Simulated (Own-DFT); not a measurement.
# What a defect does to the pressure of its cell: C40 NbSi2

Calculated, not measured: single-point runs of Own-DFT, a retired in-house plane-wave DFT program that no person has reviewed, on unrelaxed cells, without spin or spin-orbit coupling.

Method: PBEsol; PseudoDojo norm-conserving scalar-relativistic files, made for PBE; cutoff 42 hartree; 4 x 4 x 5 k mesh centred on Gamma; cold (Marzari-Vanderbilt) smearing of 0.2 eV.

Known weak points: forces on such cells failed a check on a denser k mesh; stress not checked against mesh or cutoff.

All runs share one cell, with vectors in Å (0.000, 8.324, 0.000); (-9.613, 0.000, 0.000); (0.000, 0.000, 6.586) and a volume of 527.0 Å³. u is the rms random offset of the atoms per axis. The defect's site can differ from row to row.

```
                    cell   formula   u (Å)  P (GPa)
               no defect  Nb12Si24  0.0194    -2.17
               no defect  Nb12Si24  0.0195    -2.18
               no defect  Nb12Si24  0.0529    -0.57
          one Si vacancy  Nb12Si23  0.0272        ?
          one Si vacancy  Nb12Si23  0.0300    -2.49
          one Si vacancy  Nb12Si23  0.0518    -1.64
          one Si vacancy  Nb12Si23  0.0554    -1.57
two Nb on a Si site each  Nb14Si22  0.0289     3.60
two Nb on a Si site each  Nb14Si22  0.0307     3.67
two Nb on a Si site each  Nb14Si22  0.0441     3.95
two Si on a Nb site each  Nb10Si26  0.0286    -1.74
two Si on a Nb site each  Nb10Si26  0.0473    -1.07
two Si on a Nb site each  Nb10Si26  0.0489    -1.08
```

## Worked fit

P = P0 + c u² + a shift for each defect gives P0 = -2.26 GPa, c = 527 ± 49 GPa/Å² and a scatter of 0.15 GPa. The shifts, and each times the cell's volume:

- two Nb on a Si site each: 5.35 ± 0.12 GPa, 17.6 eV (8.8 eV for each of its 2 sites)
- two Si on a Nb site each: 0.01 ± 0.12 GPa, 0.0 eV (0.0 eV for each of its 2 sites) (not resolved)
- one Si vacancy: -0.80 ± 0.13 GPa, -2.6 eV

A positive shift means that the defect pushes the cell outwards. Shift times volume (160.2 GPa Å³ is 1 eV) depends little on the cell's size, so, taken for each site, it can be compared between cells at like pressure. The atoms around the defects weren't relaxed, which would change these numbers.

## Check

The question: what pressure belongs in the blank (one Si vacancy, u = 0.0272 Å)?

The fit gives -2.68 ± 0.19 GPa. The run itself gave -2.78 GPa.
